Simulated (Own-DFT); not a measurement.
# Computed records: GaN (wurtzite, atoms displaced)

A calculation, not a measurement: plane-wave PBE density functional theory by an unreviewed code, no spin, of a simulated periodic cell, stress positive in tension, free energy of the whole cell less one offset for each atom, forces on such cells passed a denser k mesh, this cell's mesh not checked; offsets are fitted by least squares, one for each functional and potential file, so energies compare only between cells with the same atoms and settings and are not formation energies; the far tail of each file's local potential was reset to the Coulomb form; each entry is a single point on an unrelaxed cell, so the pressure reflects the starting lattice, mostly measured values (interpolated for alloys), from which strain is counted, and rises with the displacements; printed positions are rounded, which can move forces by about a meV/angstrom; the program, named Own-DFT, is a retired in-house code; no spin-orbit coupling. Program: Own-DFT development build.

Common to all runs: functional PBE; potential files PseudoDojo norm-conserving, scalar-relativistic, standard set with the stringent files for Ga; wave cutoff 96 hartree; occupations Gaussian; smearing width 0.01 eV; k mesh 3 x 4 x 3 centred on Gamma.

(1) GaN (wurtzite, atoms displaced)

```
GaN
1.0
     12.7560     0.0000     0.0000
     -4.7835     8.2853     0.0000
      0.0000     0.0000    10.3700
Ga N Ga N Ga N Ga N Ga N Ga N Ga N Ga N Ga N Ga N Ga N Ga N Ga N Ga N Ga N Ga N Ga N Ga N Ga N Ga N Ga N Ga N Ga N Ga N
2 2 2 2 2 2 2 2 2 2 2 2 2 2 2 2 2 2 2 2 2 2 2 2 2 2 2 2 2 2 2 2 2 2 2 2 2 2 2 2 2 2 2 2 2 2 2 2
Direct
  0.08131 0.21812 0.00038
  0.16748 0.10968 0.24959
  0.08557 0.22355 0.18895
  0.16763 0.11267 0.43628
  0.08074 0.22144 0.50095
  0.16628 0.10790 0.74875
  0.08355 0.22470 0.68860
  0.16614 0.11184 0.94080
  0.08308 0.55719 0.00080
  0.16519 0.44479 0.25509
  0.08394 0.55491 0.18805
  0.16604 0.44676 0.43944
  0.08108 0.55767 0.49911
  0.16732 0.44724 0.74959
  0.08435 0.55746 0.69176
  0.17101 0.44698 0.94245
  0.08133 0.89069 0.00233
  0.16450 0.77625 0.25191
  0.08392 0.88663 0.18971
  0.16421 0.77860 0.43652
  0.08371 0.89093 0.50021
  0.16659 0.77850 0.75279
  0.08356 0.89063 0.69152
  0.16648 0.77978 0.93923
  0.33443 0.22446 0.00286
  0.41827 0.11062 0.24944
  0.33553 0.22667 0.18919
  0.41621 0.10916 0.43906
  0.33341 0.22442 0.50171
  0.41696 0.11201 0.75318
  0.33607 0.21965 0.68819
  0.41833 0.11160 0.93775
  0.33391 0.55378 0.99905
  0.41655 0.44736 0.24750
  0.33192 0.55603 0.18892
  0.41681 0.44580 0.43834
  0.33236 0.55745 0.50025
  0.41429 0.44429 0.75251
  0.33084 0.55356 0.69337
  0.41613 0.44568 0.93856
  0.33518 0.88885 0.00008
  0.41532 0.77738 0.24877
  0.33397 0.89038 0.18793
  0.41801 0.78160 0.44189
  0.33410 0.88688 0.50238
  0.41850 0.77779 0.74929
  0.33509 0.88965 0.68897
  0.41554 0.77738 0.94233
  0.58459 0.22379 0.99606
  0.66639 0.11252 0.25147
  0.57962 0.22010 0.18792
  0.66713 0.11363 0.43898
  0.58509 0.22397 0.49748
  0.66790 0.11336 0.75037
  0.58430 0.22173 0.68566
  0.66722 0.10719 0.93601
  0.58227 0.55254 0.99967
  0.67095 0.44589 0.24699
  0.58440 0.55868 0.18539
  0.66957 0.44135 0.43684
  0.58320 0.55401 0.50240
  0.66748 0.44809 0.74987
  0.58340 0.55971 0.69338
  0.66611 0.44301 0.93932
  0.58548 0.88875 0.99960
  0.66693 0.77580 0.25094
  0.57952 0.88476 0.18916
  0.66991 0.78006 0.43550
  0.58289 0.89158 0.49607
  0.66398 0.77605 0.75113
  0.58070 0.88869 0.68714
  0.66762 0.77819 0.94374
  0.82938 0.22208 0.99878
  0.91623 0.11255 0.25188
  0.83031 0.22209 0.18612
  0.91513 0.11210 0.44041
  0.83229 0.21905 0.50100
  0.91721 0.11232 0.75069
  0.83328 0.21758 0.68941
  0.91635 0.11721 0.94087
  0.83538 0.55368 0.99689
  0.91429 0.44056 0.24927
  0.83079 0.55413 0.18942
  0.91500 0.44433 0.43820
  0.83179 0.55312 0.49792
  0.91399 0.44264 0.75074
  0.83318 0.55597 0.68725
  0.91430 0.44272 0.93683
  0.83251 0.88987 0.99974
  0.91467 0.77483 0.25357
  0.83519 0.89153 0.18643
  0.91647 0.77909 0.43724
  0.83247 0.88511 0.50142
  0.91535 0.77927 0.74930
  0.83293 0.88903 0.68742
  0.91900 0.77922 0.93925
```

- free energy of cell above offsets: -10.389 eV
- pressure: 5.41 GPa
- stress xx: -5.56 GPa
- stress yy: -5.02 GPa
- stress zz: -5.65 GPa
- stress yz: -0.19 GPa
- stress xz: -0.06 GPa
- stress xy: -0.09 GPa

Force:
```
element  x (eV/Å)  y (eV/Å)  z (eV/Å)
     Ga    -0.028     0.984     0.188
     Ga    -0.085     0.227    -0.136
      N    -0.451     -0.23     0.298
      N    -0.297     0.025     0.583
     Ga     0.415     0.192    -0.161
     Ga    -0.081     0.864     0.466
      N     0.296    -0.306     0.102
      N     0.362    -0.038    -0.434
     Ga     0.503    -0.198    -0.228
     Ga     0.395    -0.127    -0.947
      N    -0.577    -0.125     0.274
      N    -0.085    -0.131     0.474
     Ga     0.186     -0.07     0.462
     Ga    -0.244    -0.376     0.793
      N    -0.549    -0.181    -0.547
      N    -1.053    -0.572    -0.644
     Ga     0.729    -0.063    -0.051
     Ga     0.549     0.147    -0.562
      N    -0.598     0.092     0.038
      N     0.494      0.01     0.688
     Ga    -0.013     0.062     0.118
     Ga     0.247     0.133     -0.16
      N    -0.061    -0.492    -0.681
      N    -0.008     0.023     0.257
     Ga    -0.032    -0.344    -0.303
     Ga    -0.732    -0.028     0.372
      N      0.07    -0.511     0.052
      N    -0.087     0.282    -0.064
     Ga     0.379    -0.312    -0.456
     Ga     0.576    -0.251    -0.645
      N    -0.864     0.518     0.277
      N    -0.354     0.112     0.387
     Ga    -0.321     0.516     0.569
     Ga     0.228     0.095     0.372
      N    -0.013    -0.077     0.136
      N     0.033     0.178      0.13
     Ga     0.311    -0.071     0.291
     Ga     0.242    -0.336    -0.322
      N     0.465     0.338    -0.895
      N     0.489     -0.29      0.07
     Ga    -0.497     0.021     0.117
     Ga    -0.131    -0.037     0.229
      N    -0.349    -0.285     0.193
      N    -0.033    -0.708    -0.711
     Ga     -0.71     0.482    -0.161
     Ga    -0.586    -0.026     0.587
      N    -0.353    -0.184     0.304
      N     0.699     0.033    -0.734
     Ga       0.1    -0.622     0.599
     Ga    -0.293    -0.545    -0.402
      N      0.93     0.548    -0.378
      N     0.277     -0.23    -0.198
     Ga    -0.545    -0.482     0.363
     Ga    -0.195    -0.466    -0.452
      N    -0.188     0.483     0.484
      N    -0.656     0.394     0.241
     Ga    -0.007     0.384     0.033
     Ga    -1.438    -0.588     0.217
      N     0.244    -0.621     0.529
      N    -1.056     0.599    -0.078
     Ga     0.075     0.205    -0.371
     Ga     0.036    -0.614    -0.076
      N     0.012    -0.776    -0.658
      N     0.255     0.387    -0.352
     Ga     -0.69    -0.278     0.454
     Ga    -0.119     0.481    -0.635
      N     0.629     0.704     0.113
      N    -0.547    -0.484     0.744
     Ga     0.587    -0.191     0.498
     Ga     0.049     0.962     0.277
      N     0.778     0.205    -0.064
      N    -0.033    -0.376    -1.006
     Ga     0.529     0.071      0.19
     Ga     0.268    -0.036    -0.405
      N     0.329    -0.149     0.285
      N     0.315    -0.404    -0.245
     Ga    -0.216     0.493     0.123
     Ga     0.267    -0.195     0.263
      N    -0.388     0.672    -0.186
      N     0.246    -0.745    -0.443
     Ga     -0.72     0.569     0.537
     Ga     0.199      0.51     0.016
      N     1.036     0.362    -0.645
      N     0.286    -0.341     0.002
     Ga      0.27     0.468     0.325
     Ga      0.46     0.092    -0.458
      N    -0.026     0.108     0.042
      N     0.481     0.071     0.218
     Ga     0.472     0.239     0.082
     Ga     0.092     0.552     -0.89
      N    -0.056    -0.208     0.527
      N     0.223    -0.297     0.629
     Ga    -0.147      0.57    -0.242
     Ga     0.351    -0.134     0.238
      N    -0.229    -0.026     0.435
      N    -0.726    -0.287    -0.264
```

(2) GaN (wurtzite, atoms displaced)

```
GaN
1.0
     12.7560     0.0000     0.0000
     -4.7835     8.2853     0.0000
      0.0000     0.0000    10.3700
Ga N Ga N Ga N Ga N Ga N Ga N Ga N Ga N Ga N Ga N Ga N Ga N Ga N Ga N Ga N Ga N Ga N Ga N Ga N Ga N Ga N Ga N Ga N Ga N
2 2 2 2 2 2 2 2 2 2 2 2 2 2 2 2 2 2 2 2 2 2 2 2 2 2 2 2 2 2 2 2 2 2 2 2 2 2 2 2 2 2 2 2 2 2 2 2
Direct
  0.08074 0.22136 0.00416
  0.16646 0.11308 0.24563
  0.08465 0.22325 0.18820
  0.17005 0.11149 0.43969
  0.08310 0.22769 0.49727
  0.16936 0.11491 0.74698
  0.08114 0.22534 0.68756
  0.16682 0.11260 0.93793
  0.08177 0.55382 0.00112
  0.16604 0.44510 0.24752
  0.08169 0.55288 0.19113
  0.16642 0.44260 0.43678
  0.08031 0.55426 0.50221
  0.16638 0.44408 0.74872
  0.08031 0.55545 0.69000
  0.16346 0.44730 0.93815
  0.08202 0.88898 0.00001
  0.16492 0.77443 0.24807
  0.08141 0.88535 0.18616
  0.16657 0.78282 0.43654
  0.08531 0.89101 0.49998
  0.16566 0.77473 0.75072
  0.08138 0.88559 0.69148
  0.16612 0.78020 0.94009
  0.33654 0.22190 0.99969
  0.41679 0.11421 0.24868
  0.33347 0.22140 0.18711
  0.41792 0.11053 0.43757
  0.33267 0.22140 0.49934
  0.41700 0.11080 0.75323
  0.33190 0.22191 0.69164
  0.41648 0.11106 0.94077
  0.33466 0.55831 0.00104
  0.41650 0.44493 0.24850
  0.33254 0.55948 0.18940
  0.41628 0.44383 0.43637
  0.33228 0.55352 0.50014
  0.41775 0.44359 0.74665
  0.33159 0.55539 0.68552
  0.41662 0.44369 0.94058
  0.33146 0.88732 0.99764
  0.41752 0.77717 0.25148
  0.33187 0.88460 0.18643
  0.41554 0.77769 0.43709
  0.33552 0.89133 0.50066
  0.41667 0.77483 0.74899
  0.33188 0.88423 0.68931
  0.41798 0.77700 0.93666
  0.58425 0.22315 0.00155
  0.66538 0.10759 0.24702
  0.58378 0.21961 0.19076
  0.66691 0.10959 0.43581
  0.58604 0.22441 0.50070
  0.66596 0.11137 0.74936
  0.58380 0.22373 0.68824
  0.66902 0.11135 0.93349
  0.58006 0.55474 0.99929
  0.66476 0.44303 0.24798
  0.58293 0.55398 0.18648
  0.66945 0.44879 0.43923
  0.58211 0.55881 0.50329
  0.66613 0.44345 0.74851
  0.58521 0.55827 0.68737
  0.66473 0.44301 0.94258
  0.58422 0.88890 0.99847
  0.66804 0.77782 0.24811
  0.58124 0.88952 0.19094
  0.66788 0.77862 0.43770
  0.58368 0.88762 0.50076
  0.66825 0.77536 0.75048
  0.58529 0.89256 0.68620
  0.66727 0.77815 0.93995
  0.83136 0.21997 0.99477
  0.91717 0.11203 0.24682
  0.83329 0.22097 0.18950
  0.91681 0.10849 0.43913
  0.83323 0.21848 0.49878
  0.91537 0.10777 0.74805
  0.83228 0.22145 0.68547
  0.91409 0.10542 0.93936
  0.83329 0.55682 0.00045
  0.91772 0.44188 0.24826
  0.83118 0.55543 0.19199
  0.91629 0.44105 0.43777
  0.83413 0.55614 0.49805
  0.91769 0.44731 0.74916
  0.83444 0.55759 0.68888
  0.91540 0.44374 0.94059
  0.83097 0.88842 0.00267
  0.91719 0.77776 0.24726
  0.82893 0.88880 0.19117
  0.91664 0.77736 0.43893
  0.83560 0.88941 0.49996
  0.91837 0.77942 0.74923
  0.83498 0.89084 0.68803
  0.91673 0.78021 0.93796
```

- free energy of cell above offsets: -10.431 eV
- pressure: 5.4 GPa
- stress xx: -5.42 GPa
- stress yy: -5.6 GPa
- stress zz: -5.19 GPa
- stress yz: -0.02 GPa
- stress xz: 0.15 GPa
- stress xy: -0.55 GPa

Force:
```
element  x (eV/Å)  y (eV/Å)  z (eV/Å)
     Ga     0.354     0.137    -1.254
     Ga     0.516    -0.658     0.746
      N    -0.331    -0.047     0.246
      N    -1.006     0.231    -0.532
     Ga      0.54    -0.975     0.334
     Ga     -1.03    -0.659     0.592
      N     0.605    -0.355    -0.138
      N     0.033     0.186     0.133
     Ga    -0.287     0.507     0.023
     Ga     0.227     0.124      0.48
      N     0.074     0.135    -0.603
      N    -0.349     0.758    -0.043
     Ga     0.365     0.489    -0.536
     Ga    -0.362     0.089     0.342
      N     0.735     -0.01    -0.268
      N     0.948    -0.422     0.099
     Ga     0.029      0.32    -0.383
     Ga      0.19     0.487     0.284
      N     0.002     0.579     0.268
      N     0.628     -0.81     0.295
     Ga    -0.435    -0.179     0.198
     Ga    -0.167     0.392     0.161
      N     0.519     0.793    -0.531
      N     0.055    -0.577    -0.234
     Ga    -1.014    -0.028    -0.077
     Ga       0.3    -0.977     0.197
      N    -0.219     0.305     0.056
      N    -0.083     0.452     0.194
     Ga     0.556     0.095     0.086
     Ga    -0.008    -0.285    -0.428
      N     0.827     0.154    -0.693
      N     0.558    -0.145    -0.285
     Ga    -0.374    -0.451    -0.169
     Ga    -0.115     0.089     0.001
      N     0.452    -0.686    -0.236
      N     0.075     0.061     0.369
     Ga    -0.094     0.298    -0.575
     Ga    -0.421     0.287     0.655
      N       0.5    -0.278     0.455
      N     -0.41     0.076    -0.728
     Ga     0.352    -0.075     0.422
     Ga    -0.554     0.357    -0.089
      N    -0.106     0.544     0.135
      N     0.288    -0.212     0.523
     Ga    -0.347    -0.353    -0.216
     Ga     0.148     0.381    -0.098
      N    -0.024     0.608     0.094
      N    -0.199      0.21     0.028
     Ga     0.195    -0.337    -0.027
     Ga     0.216     0.424     0.671
      N     -0.31     0.247    -0.504
      N    -0.119     0.065      0.28
     Ga    -0.047    -0.053     -0.53
     Ga      0.28     0.145     -0.52
      N    -0.278    -0.248     0.151
      N    -0.826    -0.202     0.788
     Ga     0.576     0.154      0.11
     Ga     0.202     0.049     0.597
      N    -0.312     0.207     0.202
      N    -0.631    -0.413    -0.088
     Ga     0.567    -0.217    -1.092
     Ga     0.357     0.276     0.508
      N    -0.221    -0.458     0.496
      N     0.075     0.278    -0.775
     Ga    -0.248     0.123      0.32
     Ga    -0.895    -0.397     0.575
      N     0.652    -0.483    -0.883
      N     -0.07    -0.075     0.075
     Ga    -0.133     0.211    -0.524
     Ga    -0.341     0.867     0.017
      N     0.066    -0.788     0.541
      N    -0.196    -0.312    -0.327
     Ga     0.477     0.228     0.723
     Ga    -0.148    -0.183     0.702
      N    -0.137    -0.038    -0.764
      N     0.091     0.298    -0.579
     Ga    -0.308     0.117    -0.132
     Ga    -0.197     0.603     0.348
      N     0.121     0.201     0.572
      N     0.018     0.669    -0.206
     Ga    -0.132     0.045     0.183
     Ga     -0.83      0.06     0.387
      N     0.533    -0.144    -0.595
      N     -0.13     0.157    -0.004
     Ga     0.185    -0.049     0.147
     Ga    -0.424    -0.718     0.266
      N    -0.265    -0.202    -0.091
      N    -0.023     0.081    -0.357
     Ga     0.458    -0.235    -0.116
     Ga    -0.401    -0.028     0.631
      N     1.206     0.239    -0.502
      N     0.317     0.259    -0.298
     Ga    -0.221    -0.284    -0.117
     Ga    -0.372    -0.155     0.245
      N      -0.1    -0.597    -0.021
      N    -0.215    -0.344     0.222
```
